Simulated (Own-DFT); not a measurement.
Hf$_{36}$O$_{71}$ (tetragonal hafnia with one neutral oxygen vacancy, atoms displaced) (calculated)

Computed with Own-DFT development build. A calculation, not a measurement: plane-wave PBE and HSE06 DFT by an unreviewed code, no spin, of a simulated cell at Gamma alone, so results move with cell size and shape, stress positive in tension, energies less offsets, not probed for a lower state with spin; hafnium file: forces about 75 meV/angstrom off all-electron values; oxygen file: force components 24 meV/angstrom off all-electron in a glass; k mesh not checked against a denser one; forces and stress are PBE's, HSE06 gives the energy alone, and its difference from PBE has offsets of its own; offsets are fitted by least squares, one for each functional and potential file, so energies compare only between cells with the same atoms and settings and are not formation energies; the far tail of each file's local potential was reset to the Coulomb form; each entry is a single point on an unrelaxed cell, so the pressure reflects the starting lattice, taken from the Materials Project, from which strain is counted, and rises with the displacements; printed positions are rounded, which can move forces by about a meV/angstrom; the program is a retired in-house code; no spin-orbit coupling.

Common to all runs: first functional PBE; second functional HSE06; exact exchange share 0.25; screening 0.11 1/bohr; exchange divergence Gygi-Baldereschi; potential files PseudoDojo norm-conserving, scalar-relativistic, made for PBE, standard set; wave cutoff 48 hartree; occupations fixed; k mesh 1 x 1 x 1 centred on Gamma.

(1) Hf$_{36}$O$_{71}$ (tetragonal hafnia with one neutral oxygen vacancy, atoms displaced)

```xyz
107
Lattice="10.7800 0.0000 0.0000 0.0000 10.7800 0.0000 0.0000 0.0000 10.4493" Properties=species:S:1:pos:R:3 Hf36O71
Hf    10.7583    10.7085    10.3481
Hf     1.8451     1.8555     2.6232
O      0.0118     1.8044     1.5463
O      1.8274    10.7340     3.5860
O      0.0649     1.6580     4.2518
O      1.8229     0.0072     0.9548
Hf    10.7233     0.0344     5.3302
Hf     1.7935     1.7056     7.7730
O      0.0407     1.8133     6.8422
O      1.6658     0.1088     8.8743
O     10.7658     1.8359     9.4961
O      1.9065     0.0076     6.3096
Hf     0.0020     3.5675     0.2351
Hf     1.8389     5.3591     2.7105
O     10.6547     5.3840     1.5550
O      1.7446     3.5970     3.7377
O     10.6874     5.4964     4.0122
O      1.7218     3.6127     0.9753
Hf    10.7539     3.6730     5.0901
Hf     1.8446     5.4182     7.8397
O     10.7717     5.4820     6.6830
O      1.9217     3.5658     8.9839
O      0.1709     5.4701     9.4056
O      1.7606     3.6247     6.2875
Hf    10.7710     7.3129     0.0299
Hf     1.6338     9.0899     2.5126
O     10.7673     8.9090     1.5473
O      1.8405     7.1711     3.6834
O     10.7148     9.1035     4.3418
O      1.8509     7.1800     1.0467
Hf     0.0774     7.2177     5.1825
Hf     1.6806     9.0897     7.7305
O      0.0353     8.7195     6.7734
O      1.5824     7.1625     8.6318
O     10.7765     9.0404     9.6345
O      1.8794     7.2220     6.2125
Hf     3.5235     0.0294     0.0688
Hf     5.3740     1.6361     2.5638
O      3.6224     1.7981     1.5461
O      5.4262     0.0520     3.5357
O      3.6351     1.7697     4.1551
O      5.4026    10.6255     1.0103
Hf     3.5662    10.7435     5.2152
Hf     5.3682     1.8775     7.8950
O      3.5963     1.7916     6.6908
O      5.3670     0.1701     8.6531
O      3.4860     1.7796     9.4753
O      5.3229    10.7564     6.1612
Hf     3.6661     3.4583    10.4051
Hf     5.3192     5.5298     2.4398
O      3.5346     5.3246     1.6539
O      5.2538     3.5017     3.6201
O      3.5451     5.3539     4.2136
O      5.3593     3.5571     1.0966
Hf     3.7598     3.5859     5.1951
Hf     5.3866     5.3652     7.9346
O      3.5684     5.3900     6.9010
O      5.2760     3.5530     8.9250
O      3.6687     5.3412     9.4897
O      5.2833     3.5114     6.1781
Hf     3.7650     7.0967     0.0750
Hf     5.3389     9.0773     2.6795
O      3.5772     8.9392     1.6137
O      5.4410     7.3154     3.6150
O      3.6853     8.9123     4.0860
O      5.4750     7.1381     1.1374
Hf     3.4958     7.0799     5.2404
Hf     5.3115     9.0639     7.7631
O      3.4403     8.9197     6.8726
O      5.3031     7.1168     8.9787
O      3.6822     8.9888     9.3518
O      5.4170     7.1345     6.2795
Hf     7.2843    10.5718     0.0905
Hf     8.9354     1.9058     2.5528
O      7.2018     1.7720     1.6397
O      8.9551     0.0456     3.6654
O      7.0915     1.6603     4.2204
O      8.9310     0.0714     0.9640
Hf     7.0905    10.6806     5.1294
Hf     8.9794     1.7302     7.9129
O      7.0816     1.9179     6.8063
O      8.9931    10.6939     8.8356
O      7.1388     1.7510     9.4070
O      8.9423    10.7420     6.1749
Hf     7.1528     3.7564     0.0149
Hf     8.9558     5.4157     2.6582
O      7.1882     5.5036     1.5669
O      8.8963     3.5321     3.7384
O      7.1651     5.2937     4.1181
O      8.9059     3.7042     1.0066
Hf     7.1221     3.6870     5.3289
Hf     8.9856     5.4145     7.7712
O      7.2565     5.3126     6.9411
O      8.9576     3.5571     8.7472
O      7.0307     5.3241     9.5431
O      8.8991     3.4703     6.2517
Hf     7.0387     7.3020    10.4333
Hf     9.0632     8.9127     2.6592
O      7.1269     8.9860     1.6150
O      8.9435     7.0912     3.6882
O      7.2772     8.9340     4.3061
O      9.1309     7.1273     1.1406
Hf     7.2881     7.1834     5.0123
Hf     8.8982     9.0227     7.8104
O      8.9481     7.3722     8.9773
O      7.0414     9.1506     9.5765
O      8.9148     7.1966     6.1831
```

The calculation gives: PBE energy of cell above offsets -86.334 eV; HSE06 less PBE above offsets 0.497 eV; PBE pressure 6.48 GPa; PBE stress xx -5.97 GPa; PBE stress yy -6.72 GPa; PBE stress zz -6.76 GPa; PBE stress yz -0.53 GPa; PBE stress xz -0.95 GPa; PBE stress xy -0.18 GPa.

Force:
```csv
element,x (eV/Å),y (eV/Å),z (eV/Å)
Hf,-0.039,6.132,2.221
Hf,-0.62,-0.479,0.523
O,-0.135,0.328,1.512
O,0.207,0.832,-0.044
O,0.213,2.282,-0.648
O,-2.072,-0.68,1.525
Hf,0.22,1.681,-0.661
Hf,0.941,4.531,0.215
O,-1.326,-1.264,-0.095
O,-0.017,-2.904,0.27
O,-0.978,-0.738,-0.665
O,-2.477,-0.476,-0.152
Hf,-0.924,1.343,-4.283
Hf,-1.852,0.856,-1.446
O,2.117,-0.899,0.802
O,-0.524,-0.31,-1.289
O,0.751,-1.386,1.479
O,3.399,-0.277,3.112
Hf,0.485,-0.96,2.404
Hf,-2.554,-2.868,1.166
O,-0.626,-0.158,-0.233
O,-0.16,0.114,-1.785
O,-1.84,-1.003,0.65
O,-0.382,0.285,-1.025
Hf,1.629,-5.163,-0.649
Hf,4.692,-1.721,1.242
O,-1.334,1.175,0.802
O,-1.054,0.881,-0.342
O,0,-2.272,-2.513
O,-0.348,0.073,-0.765
Hf,-0.047,-0.878,1.284
Hf,1.976,-1.82,2.456
O,-2.105,1.714,0.708
O,0.959,3.183,1.215
O,0.57,-1.854,-3.983
O,-2.207,-0.604,-0.221
Hf,2.498,-1.426,-1.787
Hf,1.486,5.151,-0.282
O,-1.178,-0.461,-0.156
O,-0.066,-3.346,2.699
O,-1.074,-0.978,-0.273
O,-0.916,0.982,-0.207
Hf,0.104,0.339,-1.111
Hf,1.004,-0.072,-2.293
O,-0.237,-0.179,1.099
O,-0.68,-4.04,1.294
O,0.692,-1.921,-0.874
O,0.519,-1.763,-0.007
Hf,-2.205,1.589,0.349
Hf,1.874,-2.659,3.739
O,0.527,0.818,-1.084
O,0.442,1.246,-0.304
O,0.095,0.749,-0.526
O,1.175,1.063,-0.807
Hf,-4.657,-1.609,-1.574
Hf,-0.921,0.821,-0.854
O,2.248,0.206,-0.928
O,0.361,1.187,0.135
O,0.044,1.06,0.269
O,3.81,1.508,3.234
Hf,-3.327,1.609,-1.025
Hf,-1.795,-1.076,-1.272
O,-0.29,0.284,-0.472
O,0.588,-2.433,-0.107
O,-0.363,1.08,2.163
O,-1.974,0.41,-0.641
Hf,2.971,1.669,-0.566
Hf,-1.036,0.278,0.361
O,2.342,0.472,-1.193
O,1.554,1.408,-0.08
O,-0.167,0.139,1.406
O,0.344,0.465,-0.091
Hf,-2.257,9.785,2.67
Hf,-0.443,-1.991,1.03
O,-0.537,0.143,-0.183
O,0.208,-1.062,-1.62
O,0.169,1.917,0.09
O,3.325,-1.021,1.39
Hf,1.252,3.443,1.579
Hf,-1.359,2.404,-0.863
O,0.746,-0.637,0.616
O,0.363,-0.042,0.454
O,0.684,0.415,0.851
O,-0.574,-0.597,1.65
Hf,0.139,-5.868,1.68
Hf,0.196,-1.683,-1.942
O,-0.468,-0.182,-0.188
O,1.074,0.653,-0.851
O,-0.326,1.324,0.449
O,-0.175,-0.871,1.187
Hf,0.82,-3.291,-0.982
Hf,3.162,-0.707,1.323
O,-2.426,-0.455,-1.035
O,-0.314,1.682,0.724
O,0.026,4.6,-2.613
O,1.867,1.054,-0.599
Hf,3.202,-1.528,0.134
Hf,-1.683,1.282,0.3
O,2.25,-0.921,0.472
O,0.069,2.791,-0.167
O,0.044,1.093,-2.013
O,-2.86,1.449,-0.018
Hf,-2.517,-2.541,2.793
Hf,-0.28,-1.382,-1.76
O,-0.934,-1.163,-0.717
O,-1.091,-7.668,-5.563
O,0.32,0.308,0.704
```

(2) Hf$_{36}$O$_{71}$ (tetragonal hafnia with one neutral oxygen vacancy, atoms displaced)

```xyz
107
Lattice="10.7800 0.0000 0.0000 0.0000 10.7800 0.0000 0.0000 0.0000 10.4493" Properties=species:S:1:pos:R:3 Hf36O71
Hf     0.0424    10.7483    10.4130
Hf     1.8437     1.7361     2.5711
O     10.7582     1.7100     1.5321
O      1.7317    10.7534     3.5756
O      0.0748     1.8459     4.2620
O      1.8187    10.7175     1.0370
Hf    10.7799    10.6373     5.3191
Hf     1.7170     1.7626     7.7967
O      0.0217     1.8833     6.7639
O      1.7858    10.7320     8.7611
O     10.7163     1.8487     9.4529
O      1.8611     0.0434     6.2757
Hf     0.0198     3.5177    10.3933
Hf     1.7180     5.3963     2.6198
O     10.7037     5.3108     1.6040
O      1.7949     3.6347     3.5364
O     10.7602     5.3201     4.1978
O      1.8833     3.6014     1.0367
Hf    10.7576     3.5449     5.2238
Hf     1.7146     5.3811     7.8274
O      0.0327     5.4181     6.8489
O      1.7660     3.5134     8.8945
O     10.7449     5.3499     9.4167
O      1.7712     3.6142     6.2482
Hf     0.0415     7.2254     0.0584
Hf     1.7774     8.9472     2.5669
O      0.0593     9.0188     1.6592
O      1.7420     7.2047     3.6864
O      0.0441     8.8860     4.2505
O      1.7412     7.2216     0.9966
Hf     0.0527     7.2911     5.1827
Hf     1.7965     8.9135     7.8910
O      0.0037     8.9444     6.8137
O      1.7879     7.2326     8.8709
O     10.7420     9.0061     9.4925
O      1.7952     7.2212     6.3138
Hf     3.6671    10.7117    10.4414
Hf     5.4324     1.7959     2.6902
O      3.5353     1.8427     1.5856
O      5.3529    10.7672     3.6778
O      3.5241     1.7678     4.2236
O      5.4418     0.0468     1.0420
Hf     3.5718    10.7788     5.2526
Hf     5.3538     1.7515     7.8633
O      3.5129     1.8361     6.7315
O      5.3786    10.7735     8.8587
O      3.5861     1.8346     9.4237
O      5.3993     0.0512     6.2233
Hf     3.5393     3.5236     0.0616
Hf     5.3913     5.3997     2.5770
O      3.5650     5.2922     1.6465
O      5.3113     3.6836     3.6471
O      3.5976     5.4039     4.1802
O      5.3942     3.5783     1.0370
Hf     3.6084     3.5770     5.3018
Hf     5.4634     5.4585     7.8362
O      3.5819     5.4704     6.7865
O      5.4292     3.5652     8.8335
O      3.6425     5.4448     9.3206
O      5.4766     3.6164     6.2701
Hf     3.6164     7.2040    10.3947
Hf     5.4014     8.9849     2.6272
O      3.6854     8.9232     1.5367
O      5.4352     7.2388     3.7309
O      3.4897     8.9116     4.2497
O      5.3934     7.2794     0.9739
Hf     3.5854     7.1197     5.2991
Hf     5.4265     8.9317     7.7763
O      3.6027     8.9550     6.8205
O      5.4734     7.1395     8.8463
O      3.5006     9.0079     9.4472
O      5.3227     7.1106     6.2729
Hf     7.2498    10.6662    10.4066
Hf     8.9334     1.7261     2.6509
O      7.1766     1.7954     1.6142
O      8.9433    10.7500     3.6936
O      7.1391     1.7935     4.1959
O      8.9986    10.6625     1.0270
Hf     7.2577    10.7060     5.2561
Hf     9.0451     1.7462     7.8726
O      7.2067     1.8484     6.8319
O      9.0130    10.7562     8.9304
O      7.2457     1.8295     9.3970
O      8.9171    10.7327     6.2223
Hf     7.1530     3.5791    10.4141
Hf     9.1117     5.4349     2.6026
O      7.1714     5.3544     1.5253
O      8.9718     3.6265     3.6134
O      7.1284     5.3572     4.1508
O      9.0158     3.6130     1.0791
Hf     7.1315     3.6340     5.2356
Hf     8.9424     5.3747     7.9211
O      7.1748     5.4629     6.7972
O      8.9669     3.6486     8.8794
O      7.1940     5.4928     9.4603
O      9.0244     3.5661     6.2584
Hf     7.2946     7.1136    10.4372
Hf     8.9002     8.9626     2.6589
O      7.1976     9.0301     1.6535
O      9.0245     7.1045     3.5981
O      8.9137     7.1925     1.0607
Hf     7.2314     7.1255     5.1942
Hf     9.0396     8.8958     7.8264
O      7.1871     8.9527     6.7953
O      8.9019     7.1832     8.8189
O      7.0615     8.9757     9.4374
O      8.9356     7.2197     6.2682
```

Results for Hf$_{36}$O$_{71}$ (tetragonal hafnia with one neutral oxygen vacancy, atoms displaced): PBE energy of cell above offsets -96.585 eV; HSE06 less PBE above offsets 0.060 eV; PBE pressure 2.3 GPa; PBE stress xx -1.76 GPa; PBE stress yy -2.66 GPa; PBE stress zz -2.48 GPa; PBE stress yz -0.38 GPa; PBE stress xz -0.37 GPa; PBE stress xy 0.12 GPa.

Force:
```csv
element,x (eV/Å),y (eV/Å),z (eV/Å)
Hf,-0.368,1.635,2.025
Hf,-1.58,1.103,1.013
O,0.283,0.051,0.573
O,-0.155,-0.628,0.733
O,-0.607,-2.477,-0.493
O,0.615,0.081,-1.111
Hf,1.076,2.285,-1.602
Hf,1.906,0.799,0.044
O,-0.98,-1.529,0.976
O,-0.843,0.902,1.174
O,0.012,-2.635,-1.736
O,-2.256,-0.601,-0.393
Hf,-0.415,1.824,2.404
Hf,1.348,-0.895,0.84
O,2.976,1.136,-1.642
O,0.151,-0.862,0.545
O,0.205,1.709,-0.009
O,-3.078,0.01,-0.244
Hf,-0.037,1,-0.461
Hf,1.613,-0.669,0.161
O,-1.64,0.236,0.069
O,-0.166,0.919,-0.453
O,0.356,1.474,0.558
O,0.473,0.306,0.178
Hf,-0.994,-1.058,-0.556
Hf,2.345,0.557,1.094
O,-1.975,-0.675,-0.669
O,-0.486,-0.755,-0.666
O,-0.595,3.749,-1.327
O,1.218,-0.37,0.497
Hf,-0.06,-5.132,1.834
Hf,1.622,0.523,-1.403
O,-0.016,0.744,-0.075
O,-0.696,-1.304,0.892
O,-0.079,-1.662,-1.037
O,-0.639,0.175,-0.163
Hf,0.176,1.598,0.774
Hf,-0.348,0.571,-0.63
O,1.814,-0.566,-0.138
O,0.284,-0.605,-0.403
O,0.281,0.329,-0.338
O,-0.496,-0.219,-0.381
Hf,0.916,-0.668,-0.987
Hf,0.515,1.03,-0.648
O,1.091,0.052,1.191
O,-0.282,-0.625,0
O,0.196,-1.783,-0.196
O,0.076,-0.328,0.433
Hf,1.75,1.347,-0.903
Hf,-0.029,0.18,0.221
O,0.079,1.242,-0.742
O,0.284,-1.804,0.198
O,-0.266,0.186,0.709
O,-0.095,-0.177,-0.181
Hf,-0.215,0.735,-1.098
Hf,-2.324,-1.588,-0.149
O,-0.25,-1.01,0.424
O,0.444,0.597,0.088
O,-0.499,-0.509,1.435
O,-2.089,-0.088,0.067
Hf,0.616,-1.067,0.541
Hf,-0.614,-0.387,0.299
O,-1.477,0.553,0.436
O,0.552,0.246,-1.012
O,0.321,1.123,-0.249
O,0.485,-0.719,0.109
Hf,-0.26,-0.08,-1.116
Hf,-0.423,0.116,0.405
O,-0.037,0.306,0.8
O,-0.724,1.971,0.139
O,0.392,-0.884,-0.749
O,2.071,0.728,0.264
Hf,-0.54,2.092,0.9
Hf,0.713,2.431,-0.689
O,0.476,-0.057,0.05
O,0.139,-0.482,0.194
O,-0.025,-0.172,0.221
O,0.114,0.133,0.034
Hf,-2.391,0.618,-1.217
Hf,-2.112,1.747,-0.409
O,0.349,-0.655,0.545
O,0.026,-0.59,-1.155
O,0.089,-1.509,0.437
O,2.658,0.104,1.639
Hf,0.486,0.129,1.29
Hf,-3.289,-3.333,0.409
O,0.209,0.646,0.374
O,-0.078,-1.17,0.164
O,0.181,0.824,0.657
O,-0.433,-0.653,-1.522
Hf,1.935,-0.844,-0.563
Hf,1.095,-0.594,-1.978
O,1.236,-0.312,-0.078
O,-0.039,-1.222,0.003
O,0.236,-3.036,-1.714
O,-1.155,0.493,0.258
Hf,-2.822,1.46,1.099
Hf,0.637,0.181,-0.427
O,-0.316,-0.003,0.209
O,-0.485,2.361,1.337
O,2.59,0.428,0.054
Hf,-1.261,0.003,-0.259
Hf,-1.512,0.579,-0.179
O,0.119,0.282,-0.168
O,0.518,0.637,1.057
O,0.816,-0.648,-0.377
O,1.385,0.368,-0.38
```

(3) Hf$_{36}$O$_{71}$ (tetragonal hafnia with one neutral oxygen vacancy, atoms displaced)

```xyz
107
Lattice="10.7800 0.0000 0.0000 0.0000 10.7800 0.0000 0.0000 0.0000 10.4493" Properties=species:S:1:pos:R:3 Hf36O71
Hf    10.7504     0.0711     0.0487
Hf     1.7844     1.6863     2.6815
O     10.7570     1.6380     1.4609
O      1.7049    10.6536     3.7133
O      0.0276     1.7675     4.1377
O      1.8755    10.7670     0.9626
Hf     0.0746     0.0161     5.1261
Hf     1.7813     1.8583     7.7498
O      0.0633     1.9251     6.7581
O      1.8381    10.7048     8.8454
O      0.0150     1.8113     9.4902
O      1.8393    10.7235     6.1848
Hf    10.7684     3.5176    10.4493
Hf     1.8811     5.3666     2.6349
O      0.0092     5.4242     1.6746
O      1.8962     3.6728     3.6013
O     10.7710     5.3747     4.2784
O      1.7715     3.5575     0.9945
Hf    10.7035     3.7755     5.2298
Hf     1.6759     5.4036     7.7215
O      0.0591     5.4174     6.8723
O      1.7538     3.6384     8.8613
O      0.1542     5.4961     9.4534
O      1.8047     3.6020     6.2990
Hf    10.7732     7.2768     0.1035
Hf     1.8287     9.0398     2.5207
O     10.7131     8.9916     1.4661
O      1.6482     7.0849     3.5013
O     10.7624     9.0789     4.2245
O      1.8727     7.1734     1.0725
Hf     0.0876     7.1282     5.2655
Hf     1.8523     8.9605     7.7954
O      0.0259     8.8277     6.8029
O      1.7718     7.1740     8.7989
O     10.7638     9.0134     9.3697
O      1.8557     7.1915     6.0715
Hf     3.5232    10.7244     0.0783
Hf     5.4061     1.7838     2.5441
O      3.6607     1.6923     1.5817
O      5.3994     0.0478     3.6140
O      3.6008     1.9667     4.2211
O      5.2986     0.0073     1.1152
Hf     3.5441    10.7626     5.1691
Hf     5.3001     1.7782     7.8650
O      3.6163     1.8897     6.8745
O      5.4674    10.7571     8.7591
O      3.5805     1.6729     9.4447
O      5.6147     0.1436     6.1358
Hf     3.4438     3.6323     0.0810
Hf     5.5087     5.4730     2.6683
O      3.7256     5.4992     1.5119
O      5.4264     3.5109     3.5325
O      3.4900     5.2528     4.2505
O      5.3573     3.6191     0.9997
Hf     3.6678     3.5848     5.3027
Hf     5.4377     5.4484     7.9195
O      3.5416     5.4655     6.8955
O      5.4387     3.5411     8.8280
O      3.6207     5.3360     9.3718
O      5.1720     3.5472     6.4186
Hf     3.4097     7.2581     0.0181
Hf     5.5772     9.0104     2.5782
O      3.5922     9.0738     1.7284
O      5.2535     7.2008     3.5711
O      3.4594     8.9210     4.2628
O      5.3902     7.1077     1.0450
Hf     3.7004     7.3299     5.2942
Hf     5.4482     8.9977     7.9119
O      3.4958     8.9836     6.6402
O      5.3293     7.2611     8.9648
O      3.6370     8.9768     9.4791
O      5.3853     7.1954     6.3018
Hf     7.0509    10.6724    10.3064
Hf     9.0924     1.8523     2.5594
O      7.2307     1.8672     1.7020
O      8.9116     0.0890     3.5968
O      7.2413     1.6974     4.2577
O      8.7556     0.0512     1.0094
Hf     7.1036    10.7662     5.2545
Hf     9.0088     1.9229     7.8987
O      7.2206     1.8162     6.9434
O      8.9063     0.0106     8.9479
O      7.2765     1.8439     9.4575
O      8.9197    10.7436     6.2297
Hf     7.1052     3.6325     0.0788
Hf     9.0474     5.2798     2.6438
O      7.2219     5.3086     1.5449
O      8.9660     3.5589     3.6203
O      7.3364     5.4367     4.2190
O      9.0197     3.7351     0.8919
Hf     7.2169     3.5958     5.2301
Hf     9.0044     5.4418     7.8245
O      7.1133     5.3772     6.8551
O      9.1233     3.5473     8.9755
O      9.1303     3.6389     6.3726
Hf     7.2366     7.2215     0.1283
Hf     9.0084     8.9920     2.6109
O      7.2716     9.0675     1.5739
O      8.9587     7.1612     3.6850
O      7.3286     9.1077     4.2429
O      9.0032     7.1582     0.9832
Hf     7.2610     7.2287     5.2212
Hf     8.9516     8.9974     7.9055
O      7.3193     9.0252     6.9211
O      8.9422     7.1882     8.8462
O      7.2988     9.0706     9.3733
O      8.9396     7.1603     6.3917
```

The calculation gives: PBE energy of cell above offsets -87.376 eV; HSE06 less PBE above offsets 0.594 eV; PBE pressure 5.65 GPa; PBE stress xx -6.99 GPa; PBE stress yy -3.78 GPa; PBE stress zz -6.17 GPa; PBE stress yz -0.91 GPa; PBE stress xz 1.85 GPa; PBE stress xy 0.39 GPa.

Force:
```csv
element,x (eV/Å),y (eV/Å),z (eV/Å)
Hf,-2.168,-1.716,-2.118
Hf,1.087,2.681,-0.011
O,1.47,0.86,1.451
O,1.62,2.292,-1.35
O,0.645,1.643,-0.81
O,-3.613,-0.209,2.726
Hf,-3.253,0.144,2.67
Hf,0.353,0.132,1.566
O,-0.837,-1.186,0.481
O,-0.388,0.692,-0.52
O,0.453,-1.345,-1.425
O,-0.473,0.954,0.46
Hf,0.43,2.741,-1.547
Hf,1.44,-0.154,-0.913
O,0.389,-0.034,0.138
O,-2.021,-2.962,-0.457
O,-0.805,1.338,-1.395
O,-0.991,-0.25,1.796
Hf,3.054,-4.993,1.271
Hf,5.96,-0.88,4.113
O,-4.108,0.442,-3.337
O,0.05,-1.156,-0.123
O,-1.182,-0.746,0.565
O,-0.567,0.335,-0.905
Hf,0.637,-0.943,-2.686
Hf,-1.174,-2.757,1.556
O,1.142,0.526,1.18
O,-0.399,2.575,0.913
O,-0.521,-2.55,-1.151
O,-3.044,0.949,0.396
Hf,-1.03,3.305,-0.529
Hf,-2.445,0.375,0.599
O,0.355,0.181,0.214
O,1.066,1.336,0.432
O,0.076,-0.343,1.306
O,-0.512,-0.389,1.082
Hf,2.354,1.59,-2.127
Hf,0.992,0.204,0.399
O,-2.608,0.596,0.582
O,-0.772,-1.849,0.285
O,-1.001,-4.297,-0.774
O,1.937,-1.176,-1.416
Hf,1.46,0.546,0.117
Hf,1.923,1.987,0.384
O,-1.77,-1.864,-1.019
O,-0.166,-0.373,1.106
O,0.216,1.255,0.257
O,-9.569,-0.393,4.384
Hf,3.222,0.315,-2.73
Hf,-2.03,-2.275,-1.797
O,-1.658,-1.058,1.252
O,1.198,2.471,1.828
O,1.347,2.939,-0.488
O,-0.639,-0.42,0.181
Hf,-2.897,1.664,-0.471
Hf,-3.049,-1.133,0.947
O,1.032,0.493,-0.506
O,0.714,1.112,0.84
O,-0.259,0.75,1.675
O,5.098,0.731,-0.756
Hf,4.279,-3.431,-2.167
Hf,-2.076,1.041,0.338
O,1.164,-0.641,-0.909
O,1.09,1.218,1.55
O,-0.035,2.444,-1.832
O,1.216,1.651,0.225
Hf,-0.831,-4.069,-0.43
Hf,0.137,-1.957,-1.185
O,3,0.735,1.832
O,1.355,0.176,-0.903
O,-0.072,0.606,-0.714
O,1.956,0.82,-0.078
Hf,1.849,4.966,1.959
Hf,-2.851,-3.152,0.354
O,-0.191,1.081,-0.5
O,1.791,-0.895,-1.279
O,-0.323,3.394,0.641
O,2.649,-0.18,-0.121
Hf,8.136,1.581,-2.392
Hf,-0.807,-2.767,-0.313
O,-0.066,1.603,-0.798
O,1.143,0.746,-0.855
O,-0.613,-0.513,0.984
O,2.278,0.219,0.059
Hf,-0.269,-0.884,-1.705
Hf,-0.35,1.89,-1.368
O,0.344,0.988,0.813
O,0.247,0.414,1.432
O,-1.295,-0.744,0.223
O,-0.14,-0.541,2.566
Hf,-1.152,-2.283,0.609
Hf,-0.955,-0.06,1.694
O,1.661,-0.601,-0.501
O,-0.268,2.419,-1.277
O,-2.901,0.663,-0.801
Hf,-1.416,-1.364,-2.367
Hf,0.606,1.754,1.644
O,-1.064,-1.387,-0.345
O,0.15,0.515,-0.67
O,-1.344,-3.855,-1.514
O,-0.393,0.272,1.457
Hf,0.915,0.425,1.214
Hf,3.332,1.441,-0.305
O,-4.214,-0.904,-1.506
O,-0.457,-0.721,1.153
O,-1.251,-3.884,0.053
O,0.269,-0.936,-1.758
```
